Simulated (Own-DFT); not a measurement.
Simulation results for AlN (wurtzite, atoms displaced)

A calculation, not a measurement: plane-wave PBE density functional theory by an unreviewed code, no spin, of a simulated periodic cell, stress positive in tension, free energy of the whole cell less one offset for each atom, forces on such cells passed a denser k mesh, this cell's mesh not checked; offsets are fitted by least squares, one for each functional and potential file, so energies compare only between cells with the same atoms and settings and are not formation energies; the far tail of each file's local potential was reset to the Coulomb form; each entry is a single point on an unrelaxed cell, so the pressure reflects the starting lattice, mostly measured values (interpolated for alloys), from which strain is counted, and rises with the displacements; printed positions are rounded, which can move forces by about a meV/angstrom; the program, named Own-DFT, is a retired in-house code; no spin-orbit coupling. Program: Own-DFT development build.

Settings shared by all entries: functional PBE; potential files PseudoDojo norm-conserving, scalar-relativistic, standard set; wave cutoff 42 hartree; occupations Fermi-Dirac; smearing width 0.1 eV; hardware one NVIDIA H100; k mesh 2 x 2 x 2 centred on Gamma.

(1) AlN (wurtzite, atoms displaced)

```
cell vectors (Å)
  12.4480     0.0000     0.0000
  -6.2240    10.7803     0.0000
   0.0000     0.0000     9.9640
atoms (fractions of the cell vectors)
Al  0.08321  0.16484  0.99450
Al  0.17752  0.08961  0.22951
N   0.08590  0.17788  0.19430
N   0.14919  0.09399  0.44620
Al  0.07899  0.16090  0.50808
Al  0.17060  0.08857  0.76065
N   0.07069  0.17976  0.67419
N   0.16459  0.08869  0.92999
Al  0.09134  0.40513  0.99877
Al  0.16686  0.33468  0.25225
N   0.09314  0.42346  0.20344
N   0.17088  0.33812  0.43041
Al  0.07785  0.41414  0.49139
Al  0.14608  0.32073  0.74222
N   0.08783  0.41080  0.68327
N   0.16119  0.32942  0.95403
Al  0.07190  0.65878  0.01340
Al  0.16782  0.56812  0.24770
N   0.05901  0.65517  0.18812
N   0.16869  0.58304  0.44888
Al  0.06835  0.65692  0.49514
Al  0.17092  0.58504  0.74917
N   0.08582  0.65836  0.69044
N   0.16424  0.57684  0.94786
Al  0.07928  0.92175  0.00202
Al  0.15640  0.82837  0.26154
N   0.08118  0.91321  0.19606
N   0.15522  0.81485  0.42883
Al  0.09521  0.92446  0.49469
Al  0.16949  0.83807  0.76792
N   0.07791  0.91897  0.68150
N   0.16873  0.82988  0.93407
Al  0.34825  0.16955  0.00213
Al  0.41087  0.07803  0.23703
N   0.31965  0.15641  0.20009
N   0.42682  0.08149  0.43772
Al  0.33955  0.16335  0.48210
Al  0.42462  0.06937  0.75084
N   0.35464  0.17619  0.68710
N   0.41033  0.08695  0.92530
Al  0.33132  0.41088  0.01282
Al  0.42103  0.32711  0.23072
N   0.33590  0.41772  0.19522
N   0.40424  0.33776  0.42167
Al  0.33269  0.41973  0.51214
Al  0.41554  0.33357  0.75112
N   0.33897  0.42681  0.69425
N   0.41919  0.33498  0.96684
Al  0.30918  0.65266  0.99394
Al  0.41256  0.56347  0.25879
N   0.33311  0.65712  0.20244
N   0.42794  0.59400  0.43901
Al  0.32488  0.65159  0.47870
Al  0.41936  0.57681  0.75454
N   0.33189  0.65775  0.69868
N   0.40748  0.58802  0.92922
Al  0.33088  0.90549  0.99700
Al  0.41549  0.82787  0.24166
N   0.33808  0.91394  0.19792
N   0.41686  0.84592  0.43929
Al  0.35250  0.93747  0.51665
Al  0.40553  0.82328  0.74541
N   0.32078  0.90793  0.68704
N   0.40745  0.83303  0.94077
Al  0.57103  0.14748  0.98835
Al  0.66246  0.08114  0.23896
N   0.59179  0.17570  0.17584
N   0.68160  0.09597  0.43630
Al  0.57720  0.15817  0.51431
Al  0.67274  0.08627  0.73857
N   0.57081  0.16039  0.67869
N   0.66438  0.08576  0.93174
Al  0.58180  0.39594  0.99223
Al  0.67671  0.34021  0.25956
N   0.56741  0.39699  0.18843
N   0.67622  0.34865  0.45524
Al  0.59295  0.42076  0.48749
Al  0.65994  0.32106  0.73672
N   0.57946  0.41734  0.69853
N   0.67083  0.33174  0.93971
Al  0.59350  0.66256  0.99632
Al  0.67002  0.58412  0.24541
N   0.58443  0.67194  0.19088
N   0.66659  0.58176  0.44112
Al  0.58562  0.66085  0.51627
Al  0.66867  0.57892  0.75852
N   0.59670  0.68301  0.68363
N   0.67930  0.58898  0.93269
Al  0.59250  0.92689  0.99957
Al  0.67434  0.83169  0.24083
N   0.57675  0.92145  0.19756
N   0.67157  0.83385  0.43263
Al  0.57460  0.91520  0.49119
Al  0.67179  0.84575  0.74830
N   0.55535  0.91214  0.67703
N   0.67490  0.83750  0.93023
Al  0.81931  0.16639  0.98567
Al  0.89649  0.06823  0.26587
N   0.82174  0.16911  0.18918
N   0.90161  0.06475  0.45537
Al  0.82485  0.15643  0.49589
Al  0.92556  0.08210  0.75398
N   0.82194  0.16535  0.68655
N   0.89946  0.07651  0.93229
Al  0.83507  0.42345  0.00951
Al  0.91078  0.34006  0.24125
N   0.84465  0.42112  0.20599
N   0.90792  0.33575  0.43045
Al  0.84038  0.42409  0.50237
Al  0.94159  0.34174  0.74728
N   0.81057  0.39501  0.67959
N   0.91154  0.32770  0.94911
Al  0.83634  0.66550  0.00123
Al  0.93072  0.59495  0.26183
N   0.83292  0.67145  0.17295
N   0.91886  0.59549  0.44414
Al  0.84348  0.66836  0.49636
Al  0.90766  0.57144  0.73558
N   0.83828  0.66673  0.69684
N   0.91088  0.59155  0.92421
Al  0.81669  0.92237  0.00802
Al  0.91987  0.83167  0.24333
N   0.82108  0.91011  0.17372
N   0.89125  0.81518  0.43359
Al  0.83072  0.91164  0.50321
Al  0.94102  0.83154  0.75370
N   0.84230  0.93258  0.73003
N   0.89821  0.83192  0.94646
```

Results for AlN (wurtzite, atoms displaced): free energy of cell above offsets -20.695 eV; pressure 12.87 GPa; stress xx -14.75 GPa; stress yy -11.21 GPa; stress zz -12.64 GPa; stress yz -0.78 GPa; stress xz 2.86 GPa; stress xy -2.02 GPa; wall time 413.2 s.

Force:
| element | x (eV/Å) | y (eV/Å) | z (eV/Å) |
| --- | --- | --- | --- |
| Al | -3.028 | -0.459 | 2.342 |
| Al | -10.69 | -3.94 | 4.164 |
| N | 0.305 | -3.697 | -1.576 |
| N | 9.363 | -5.007 | -3.388 |
| Al | -5.402 | 3.545 | -2.965 |
| Al | 1.151 | 0.079 | -6.046 |
| N | 2.559 | -3.378 | 3.871 |
| N | 1.435 | -0.675 | 4.349 |
| Al | -6.629 | 3.138 | 2.887 |
| Al | 0.841 | 0.102 | -0.152 |
| N | -1.807 | -5.976 | -3.556 |
| N | -0.946 | -0.411 | 3.511 |
| Al | 0.548 | -0.647 | -0.764 |
| Al | 4.517 | 4.323 | 2.882 |
| N | -0.699 | 3.378 | -0.806 |
| N | 4.906 | -2.247 | -3.814 |
| Al | 0.156 | 0.103 | -3.948 |
| Al | -1.088 | 6.306 | 2.407 |
| N | 8.723 | 4.799 | -1.433 |
| N | -3.437 | -1.608 | -2.05 |
| Al | 5.364 | 2.224 | 2.68 |
| Al | 0.321 | -0.904 | 0.033 |
| N | -2.266 | 0.62 | -0.377 |
| N | -5.656 | -2.85 | -1.768 |
| Al | -0.659 | -1.778 | -0.42 |
| Al | 2.14 | 0.01 | -4.476 |
| N | 0.702 | 1.964 | -1.314 |
| N | -0.553 | 2.916 | 4.669 |
| Al | -1.578 | -1.05 | -0.632 |
| Al | -0.888 | -1.765 | -6.394 |
| N | 4.888 | 2.989 | -0.063 |
| N | -1.56 | 0.08 | 5.732 |
| Al | -3.296 | -0.06 | 0.08 |
| Al | 2.534 | 0.537 | 1.485 |
| N | 8.834 | 3.631 | -3.559 |
| N | -2.454 | 1.82 | -1.952 |
| Al | -2.294 | 2.525 | 1.591 |
| Al | -3.599 | 0.568 | -1.135 |
| N | -2.234 | -2.414 | -0.153 |
| N | 2.093 | -2.354 | 2.276 |
| Al | -0.952 | 2.25 | -1.555 |
| Al | -5.671 | -0.785 | 3.473 |
| N | -0.136 | -3.362 | -1.624 |
| N | 2.933 | -1.22 | 1.422 |
| Al | 0.188 | -0.209 | -2.596 |
| Al | 0.107 | 0.6 | -0.052 |
| N | -0.267 | -4.558 | 0.21 |
| N | -0.844 | -1.167 | -2.565 |
| Al | 7.133 | 4.188 | 2.25 |
| Al | 0.588 | 5.174 | -0.269 |
| N | -0.625 | 0.352 | -1.314 |
| N | 0.013 | -2.288 | 1.192 |
| Al | 1.593 | 4.311 | 2.669 |
| Al | -0.513 | 3.901 | -1.031 |
| N | -0.049 | 0.387 | -1.622 |
| N | 2.182 | -1.501 | 3.666 |
| Al | -2.498 | 2.009 | 2.039 |
| Al | -0.185 | -0.608 | 2.09 |
| N | -2.845 | -0.448 | -2.37 |
| N | -0.553 | -2.449 | -0.933 |
| Al | -0.327 | -5.006 | -3.282 |
| Al | -0.276 | -1.217 | 0.695 |
| N | 0.493 | 0.933 | 2.26 |
| N | 3.188 | -1.247 | -0.833 |
| Al | -0.114 | 3.724 | 1.382 |
| Al | -0.877 | 1.64 | 2.24 |
| N | -1.843 | -1.297 | 1.06 |
| N | -5.923 | -3.317 | -1.205 |
| Al | 2.954 | 2.357 | -6.672 |
| Al | -3.163 | -2.515 | 0.485 |
| N | 2.411 | -0.015 | 5.224 |
| N | -0.904 | -1.826 | -1.42 |
| Al | -0.539 | 3.708 | 1.345 |
| Al | -0.908 | -1.243 | -0.385 |
| N | 6.611 | 4.499 | -1.271 |
| N | 1.257 | -3.363 | -2.507 |
| Al | -4.453 | 0.042 | 1.909 |
| Al | -2.395 | 1.025 | 2.119 |
| N | 0.699 | -0.366 | -0.881 |
| N | 1.21 | -2.055 | -1.37 |
| Al | -2.592 | 1.087 | 0.097 |
| Al | -1.076 | -0.118 | 0.328 |
| N | 0.645 | -2.697 | -1.201 |
| N | 0.979 | 0.559 | -0.83 |
| Al | -0.074 | 1.517 | -5.201 |
| Al | 0.009 | 1.708 | -2.916 |
| N | -0.11 | -1.887 | 4.765 |
| N | -1.526 | -2.395 | 2.809 |
| Al | -0.874 | -3.086 | -0.077 |
| Al | -3.747 | -0.903 | 2.798 |
| N | 2.395 | -1.258 | -2.45 |
| N | -1.465 | -0.184 | 1.041 |
| Al | 2.511 | 0.291 | -0.614 |
| Al | -0.143 | -0.532 | -0.772 |
| N | 4.047 | 2.421 | 1.225 |
| N | -4.572 | -1.726 | 1.62 |
| Al | 3.057 | 0.161 | 2.206 |
| Al | 0.717 | 1.97 | -1.942 |
| N | 2.429 | -0.243 | -0.824 |
| N | 0.892 | 4.021 | -2.037 |
| Al | 2.877 | 3.218 | 1.902 |
| Al | -3.3 | 3.387 | -0.048 |
| N | 4.397 | 2.349 | -0.28 |
| N | 1.549 | 3.147 | 2.369 |
| Al | 0.157 | -0.366 | -1.405 |
| Al | 6.076 | -4.01 | 1.791 |
| N | -6.083 | 3.886 | -2.698 |
| N | 2.211 | -0.261 | 1.212 |
| Al | -0.548 | -1.304 | -0.87 |
| Al | -6.665 | -3.358 | 1.284 |
| N | 4.755 | 3.697 | 1.179 |
| N | 1.243 | 2.995 | -1.321 |
| Al | -1.244 | 1.501 | -2.888 |
| Al | -8.203 | -4.653 | 1.413 |
| N | 1.001 | -1.504 | 4.927 |
| N | 1.032 | -4.212 | -1.438 |
| Al | -5.201 | -0.153 | 3.026 |
| Al | 0.83 | 0.019 | 1.387 |
| N | -0.212 | 0.166 | -2.045 |
| N | 3.139 | -2.243 | 1.721 |
| Al | 3.802 | 0.457 | -5.135 |
| Al | -2.812 | -0.407 | 0.413 |
| N | 3.222 | 2.176 | 5.224 |
| N | 2.385 | 3.783 | -1.031 |
| Al | -0.527 | -2.597 | 2.018 |
| Al | -7.587 | -2.469 | 2.688 |
| N | 0.948 | -6.623 | -5.484 |
| N | 3.946 | 1.198 | -0.128 |

(2) AlN (wurtzite, atoms displaced)

```
cell vectors (Å)
  12.4480     0.0000     0.0000
  -6.2240    10.7803     0.0000
   0.0000     0.0000     9.9640
atoms (fractions of the cell vectors)
Al  0.07565  0.15242  0.00803
Al  0.15714  0.08256  0.25289
N   0.08912  0.16554  0.17725
N   0.17124  0.07995  0.43171
Al  0.08889  0.15872  0.50022
Al  0.17488  0.08852  0.75063
N   0.07895  0.17102  0.71362
N   0.14501  0.06625  0.93364
Al  0.07684  0.41128  0.99759
Al  0.17778  0.34088  0.26176
N   0.08002  0.40884  0.19967
N   0.17004  0.32409  0.44459
Al  0.09116  0.41980  0.50323
Al  0.16390  0.32224  0.75142
N   0.08729  0.42247  0.68618
N   0.16093  0.33244  0.95006
Al  0.08734  0.65587  0.00841
Al  0.15848  0.58768  0.27045
N   0.07788  0.67465  0.17185
N   0.16053  0.57548  0.43578
Al  0.08786  0.67053  0.50326
Al  0.15878  0.58445  0.75710
N   0.08241  0.65943  0.69703
N   0.17606  0.58631  0.93976
Al  0.08716  0.92166  0.99655
Al  0.16230  0.82603  0.24335
N   0.07890  0.92010  0.19335
N   0.16275  0.83921  0.44403
Al  0.07201  0.90280  0.50547
Al  0.17755  0.83813  0.75429
N   0.07285  0.91391  0.69335
N   0.17663  0.84548  0.95013
Al  0.32211  0.15156  0.00261
Al  0.41527  0.08052  0.25917
N   0.32313  0.16387  0.16685
N   0.42921  0.08196  0.44177
Al  0.32190  0.15183  0.48428
Al  0.40908  0.09848  0.74442
N   0.34628  0.18049  0.69838
N   0.41224  0.07185  0.91572
Al  0.33397  0.41950  0.99506
Al  0.40046  0.32259  0.24888
N   0.32315  0.41911  0.19842
N   0.41220  0.31828  0.45285
Al  0.32730  0.42218  0.50104
Al  0.42023  0.31816  0.75757
N   0.33616  0.42560  0.67560
N   0.41690  0.34451  0.94085
Al  0.33599  0.65787  0.01006
Al  0.41554  0.58074  0.27145
N   0.33219  0.66803  0.21077
N   0.40804  0.58540  0.44556
Al  0.33014  0.68288  0.49112
Al  0.42352  0.58685  0.74047
N   0.33870  0.67871  0.70922
N   0.42492  0.60001  0.94877
Al  0.33223  0.91143  0.99417
Al  0.42104  0.84173  0.24342
N   0.32836  0.90000  0.18801
N   0.43115  0.84213  0.45550
Al  0.33920  0.91607  0.49702
Al  0.40223  0.82769  0.75325
N   0.33730  0.91351  0.69146
N   0.40170  0.82312  0.93148
Al  0.58235  0.18108  0.00508
Al  0.65864  0.09098  0.25498
N   0.58071  0.16788  0.17579
N   0.66499  0.08881  0.45579
Al  0.57535  0.14523  0.48171
Al  0.66623  0.09278  0.75795
N   0.58459  0.18073  0.70477
N   0.66327  0.08453  0.93531
Al  0.58746  0.39923  0.99325
Al  0.65992  0.34534  0.24879
N   0.57126  0.40811  0.18467
N   0.64943  0.32637  0.44978
Al  0.57579  0.42402  0.49142
Al  0.66809  0.32868  0.73607
N   0.56210  0.41210  0.68529
N   0.65511  0.33436  0.93669
Al  0.60303  0.66945  0.00922
Al  0.67459  0.59247  0.24499
N   0.58745  0.66633  0.18344
N   0.67895  0.59135  0.43283
Al  0.59700  0.67711  0.50242
Al  0.65939  0.58180  0.75925
N   0.57874  0.67865  0.69898
N   0.68130  0.59202  0.95721
Al  0.57625  0.92518  0.99887
Al  0.66345  0.82883  0.24014
N   0.58651  0.91066  0.19654
N   0.65642  0.81685  0.43008
Al  0.59095  0.92482  0.50861
Al  0.67565  0.84289  0.73258
N   0.59359  0.92057  0.69878
N   0.66282  0.82742  0.93477
Al  0.83448  0.17444  0.98836
Al  0.91344  0.08047  0.25473
N   0.83946  0.18991  0.20782
N   0.93160  0.08103  0.43903
Al  0.83000  0.17421  0.50467
Al  0.91750  0.07967  0.75319
N   0.84242  0.18138  0.67709
N   0.91962  0.08029  0.92846
Al  0.83700  0.42584  0.00578
Al  0.91602  0.32793  0.27007
N   0.83749  0.40990  0.18858
N   0.90335  0.30606  0.44134
Al  0.82270  0.41555  0.50837
Al  0.92169  0.31842  0.73699
N   0.81652  0.40633  0.69978
N   0.92001  0.32995  0.94332
Al  0.83504  0.66592  0.00242
Al  0.92735  0.57632  0.26039
N   0.82745  0.65053  0.18563
N   0.90690  0.57521  0.45115
Al  0.83013  0.66804  0.49419
Al  0.90858  0.58580  0.75166
N   0.84741  0.68242  0.70261
N   0.91121  0.59531  0.93470
Al  0.82170  0.91394  0.00666
Al  0.92526  0.83474  0.24203
N   0.83459  0.91466  0.18634
N   0.92185  0.83269  0.43705
Al  0.81418  0.89047  0.52000
Al  0.91134  0.83173  0.74944
N   0.82854  0.91620  0.69554
N   0.90884  0.82241  0.94192
```

It finds free energy of cell above offsets -21.921 eV; pressure 12.83 GPa; stress xx -11.46 GPa; stress yy -14.45 GPa; stress zz -12.58 GPa; stress yz -0.32 GPa; stress xz 0.33 GPa; stress xy -0.54 GPa; wall time 381.1 s.

Force:
| element | x (eV/Å) | y (eV/Å) | z (eV/Å) |
| --- | --- | --- | --- |
| Al | -0.695 | 2.088 | -3.879 |
| Al | 1.026 | -0.47 | -2.062 |
| N | -1.726 | 0.611 | 4.924 |
| N | -1.733 | -1.924 | 1.621 |
| Al | -1.234 | 0.848 | 1.117 |
| Al | -1.843 | -0.963 | 0.188 |
| N | 2.656 | -3.773 | -4.124 |
| N | 2.389 | 4.432 | -0.508 |
| Al | 1.749 | 1.192 | 1.891 |
| Al | -4.07 | -2.773 | -1.252 |
| N | -0.66 | 2.052 | 0.373 |
| N | -1.699 | 0.501 | 0.281 |
| Al | -0.491 | -2.843 | -0.355 |
| Al | 0.384 | 6.071 | 1.336 |
| N | 0.096 | -0.89 | 0.831 |
| N | 1.576 | -0.807 | -1.48 |
| Al | -1.242 | 1.483 | -6.039 |
| Al | 2.041 | -1.186 | -7.643 |
| N | 0.873 | -1.927 | 6.97 |
| N | -0.824 | 2.293 | 4.873 |
| Al | -1.25 | -0.945 | 1.514 |
| Al | 3.838 | -0.726 | -0.189 |
| N | -2.487 | 2.259 | -1.383 |
| N | -1.601 | -1.7 | 1.528 |
| Al | -1.3 | -4.659 | 1.197 |
| Al | -1.019 | 2.735 | 0.368 |
| N | 3.222 | 0.114 | -1.016 |
| N | 3.108 | -1.852 | -1.328 |
| Al | 0.159 | 2.504 | 0.609 |
| Al | -2.064 | -1.049 | 0.591 |
| N | 2.538 | 1.495 | -0.633 |
| N | -1.825 | -2.683 | -1.489 |
| Al | 0.079 | 0.439 | -6.225 |
| Al | -0.681 | -0.163 | -3.528 |
| N | 0.996 | -0.76 | 7.866 |
| N | -6.635 | -2.957 | -1.49 |
| Al | 3.294 | 2.965 | 2.517 |
| Al | 7.259 | -4.222 | -0.062 |
| N | -6.059 | -6.086 | -5.08 |
| N | -0.693 | 1.608 | 5.337 |
| Al | -1.548 | 1.585 | 0.951 |
| Al | 0.773 | 1.415 | -0.106 |
| N | 4.448 | 1.235 | -1.208 |
| N | -1.953 | 1.26 | -3.073 |
| Al | 2.147 | -0.948 | -0.526 |
| Al | -3.536 | 7.758 | 2.138 |
| N | -0.264 | -1.71 | 3.947 |
| N | 1.896 | -2.733 | -0.139 |
| Al | -2.053 | 2.09 | 0.602 |
| Al | -0.003 | 0.771 | -4.148 |
| N | -0.419 | 0.095 | -0.657 |
| N | 1.266 | 0.828 | 2.056 |
| Al | 2.243 | -2.701 | 2.254 |
| Al | -3.576 | -0.628 | 2.269 |
| N | -0.848 | -5.105 | -4.022 |
| N | 3.517 | -3.564 | -1.46 |
| Al | 1.027 | 1.192 | 0.365 |
| Al | 2.324 | -2.68 | 1.757 |
| N | -2.056 | 3.5 | 0.397 |
| N | -1.883 | 0.614 | -2.639 |
| Al | -0.92 | -0.416 | 1.425 |
| Al | 3.503 | 2.882 | 0.428 |
| N | -2.765 | 2.721 | -2.206 |
| N | 1.735 | 1.31 | 3.528 |
| Al | 0.489 | -3.138 | -4.666 |
| Al | 3.418 | -0.294 | -0.911 |
| N | -1.139 | -0.322 | 4.891 |
| N | 5.003 | -3.169 | -3.093 |
| Al | -1.541 | 8.38 | 5.571 |
| Al | -0.169 | -0.647 | -2.569 |
| N | -0.144 | -7.117 | -2.942 |
| N | 0.14 | 1.55 | 2.571 |
| Al | -10.88 | 7.56 | 4.189 |
| Al | 2.702 | -1.475 | 1.399 |
| N | -0.991 | 1.267 | 0.466 |
| N | 1.727 | 0.461 | -1.762 |
| Al | 0.899 | -1.424 | 1.417 |
| Al | -5.25 | 2.972 | 2.547 |
| N | 4.529 | 3.591 | -0.371 |
| N | 9.815 | -3.321 | -3.377 |
| Al | -3.975 | 0.286 | -2.787 |
| Al | -1.093 | -2.091 | -0.587 |
| N | -1.037 | -0.523 | 3.623 |
| N | -3.191 | -1.532 | 0.609 |
| Al | -2.101 | -5.295 | 1.556 |
| Al | 0.331 | 0.297 | 0.307 |
| N | 4.46 | -0.545 | -2.701 |
| N | -1.902 | -4.242 | -3.211 |
| Al | 1.519 | -2.748 | -0.993 |
| Al | 1.83 | -0.197 | 0.624 |
| N | -2.586 | 3.087 | -1.097 |
| N | 0.105 | 5.359 | 0.445 |
| Al | 0.877 | -1.275 | 0.536 |
| Al | -3.258 | -2.363 | 5.475 |
| N | -2.43 | 1.91 | -1.323 |
| N | -0.52 | 1.794 | 0.749 |
| Al | 0.558 | -2.695 | 2.391 |
| Al | 0.046 | 1.084 | -0.512 |
| N | -0.303 | -9.948 | -4.115 |
| N | -2.65 | -1.567 | 1.165 |
| Al | 1.805 | -8.603 | 0.631 |
| Al | -1.329 | 0.511 | -1.839 |
| N | -0.467 | -8.347 | 2.071 |
| N | -2.339 | -0.182 | 3.549 |
| Al | 0.122 | -0.627 | -1.87 |
| Al | 0.679 | 5.55 | -1.682 |
| N | -1.503 | 1.222 | 1.617 |
| N | 0.105 | 11.9 | 0.087 |
| Al | 0.271 | -2.36 | 0.031 |
| Al | -1.134 | 8.233 | 3.649 |
| N | 5.621 | 4.108 | -1.803 |
| N | -2.32 | 1.993 | -2.364 |
| Al | 0.263 | 1.786 | 1.051 |
| Al | -3.344 | -0.287 | -1.417 |
| N | 2.448 | 2.149 | 1.934 |
| N | 2.029 | 1.497 | -0.951 |
| Al | 2.578 | 0.772 | 1.764 |
| Al | 1.896 | -1.139 | -0.159 |
| N | -2.852 | -4.811 | -3.935 |
| N | 4.884 | -3.26 | 0.677 |
| Al | 1.509 | -0.144 | -2.711 |
| Al | -2.955 | -2.065 | 0.55 |
| N | -0.56 | 0.231 | 1.661 |
| N | -2.457 | -1.309 | -0.115 |
| Al | 1.98 | 3.308 | -4.911 |
| Al | 0.176 | 2.835 | 3.358 |
| N | 3.069 | 1.094 | -0.776 |
| N | 0.024 | 3.181 | 0.285 |
